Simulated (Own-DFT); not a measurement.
# Point defects and the pressure they add: rock-salt HfC

The numbers are computed, not measured, by runs of the plane-wave DFT program Own-DFT (in-house, retired, unreviewed) at fixed positions, with no spin and no spin-orbit coupling.

Settings: PBE; PseudoDojo norm-conserving scalar-relativistic files; cutoff 42 hartree; 4 x 4 x 4 k mesh centred on Gamma; cold (Marzari-Vanderbilt) smearing of 0.2 eV.

Known weak points: hafnium file: forces about 75 meV/angstrom off all-electron values; forces on such cells failed a check on a denser k mesh; stress not checked against mesh or cutoff.

All runs share one cell, with vectors in Å (3.784, -5.351, 6.554); (-3.784, 5.351, 6.554); (-7.568, -5.351, 0.000) and a volume of 796.2 Å³. Atoms were moved at random from their sites; u is the rms move along one axis. The defect's site can differ from row to row.

```
cell,formula,u (Å),P (GPa)
no defect,C32Hf32,0.0192,3.14
no defect,C32Hf32,0.0200,3.17
no defect,C32Hf32,0.0460,4.26
one C vacancy,C31Hf32,0.0290,3.06
one C vacancy,C31Hf32,0.0482,3.96
one C vacancy,C31Hf32,0.0485,3.98
one Hf vacancy,C32Hf31,0.0441,3.48
one Hf vacancy,C32Hf31,0.0478,3.76
one Hf vacancy,C32Hf31,0.0507,?
one Hf vacancy,C32Hf31,0.0539,4.04
```

## Analysis

P = P0 + c u² + a shift for each defect gives P0 = 2.93 GPa, c = 620 ± 19 GPa/Å² and a scatter of 0.04 GPa. The shifts, and each times the cell's volume:

- one C vacancy: -0.40 ± 0.04 GPa, -2.0 eV
- one Hf vacancy: -0.64 ± 0.04 GPa, -3.2 eV

Against the defect-free cell, a freed cell would be larger where the shift is positive and smaller where it is negative (160.2 GPa Å³ is 1 eV). The atoms around the defects weren't relaxed, which would change these numbers.

## Withheld run

Asked: what pressure belongs in the blank (one Hf vacancy, u = 0.0507 Å)?

The fitted form gives 3.88 ± 0.04 GPa. DFT gave 3.88 GPa.
